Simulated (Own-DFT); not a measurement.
# One host, several defects: C11b WSi2

No measurement is shown. These are fixed-geometry runs of a retired plane-wave code named Own-DFT, which no person has reviewed; spin and spin-orbit coupling are neglected.

Settings: PBE; PseudoDojo norm-conserving scalar-relativistic files; cutoff 50 hartree; 5 x 5 x 5 k mesh centred on Gamma; cold (Marzari-Vanderbilt) smearing of 0.2 eV.

Limits: forces on such cells failed a check on a denser k mesh; stress not checked against mesh or cutoff.

All runs share one cell, with vectors in Å (-2.148, -5.953, 3.409); (-6.444, 2.976, 1.136); (-2.553, -2.948, -6.757) and a volume of 403.2 Å³. Atoms were moved at random from their sites; u is the rms move along one axis. The defect's site can differ from row to row.

```
cell,formula,u (Å),P (GPa)
no defect,Si20W10,0.0220,4.44
no defect,Si20W10,0.0475,5.84
no defect,Si20W10,0.0480,5.36
one Si vacancy,Si19W10,0.0331,3.48
one Si vacancy,Si19W10,0.0500,4.62
one Si vacancy,Si19W10,0.0541,4.66
one Si on a W site,Si21W9,0.0279,6.33
one Si on a W site,Si21W9,0.0485,7.10
one Si on a W site,Si21W9,0.0524,7.81
one W vacancy,Si20W9,0.0290,3.60
one W vacancy,Si20W9,0.0313,3.71
one W vacancy,Si20W9,0.0456,4.39
one W vacancy,Si20W9,0.0512,?
one W on a Si site,Si19W11,0.0311,9.54
one W on a Si site,Si19W11,0.0333,9.52
one W on a Si site,Si19W11,0.0463,11.04
```

## Worked fit

P = P0 + c u² + a shift for each defect gives P0 = 3.98 GPa, c = 733 ± 95 GPa/Å² and a scatter of 0.27 GPa. The shifts, and each times the cell's volume:

- one W on a Si site: 5.02 ± 0.22 GPa, 12.6 eV
- one Si on a W site: 1.66 ± 0.22 GPa, 4.2 eV
- one W vacancy: -1.04 ± 0.22 GPa, -2.6 eV
- one Si vacancy: -1.32 ± 0.22 GPa, -3.3 eV

Positive is outwards. The product with the volume (160.2 GPa Å³ to the eV) is nearly free of the cell's size; divided by the bulk modulus at the cell's pressure it gives the volume that the defect adds. The atoms around the defects weren't relaxed, which would change these numbers.

## Withheld run

Question: what pressure belongs in the blank (one W vacancy, u = 0.0512 Å)?

The fit gives 4.87 ± 0.33 GPa. The run itself gave 5.09 GPa.
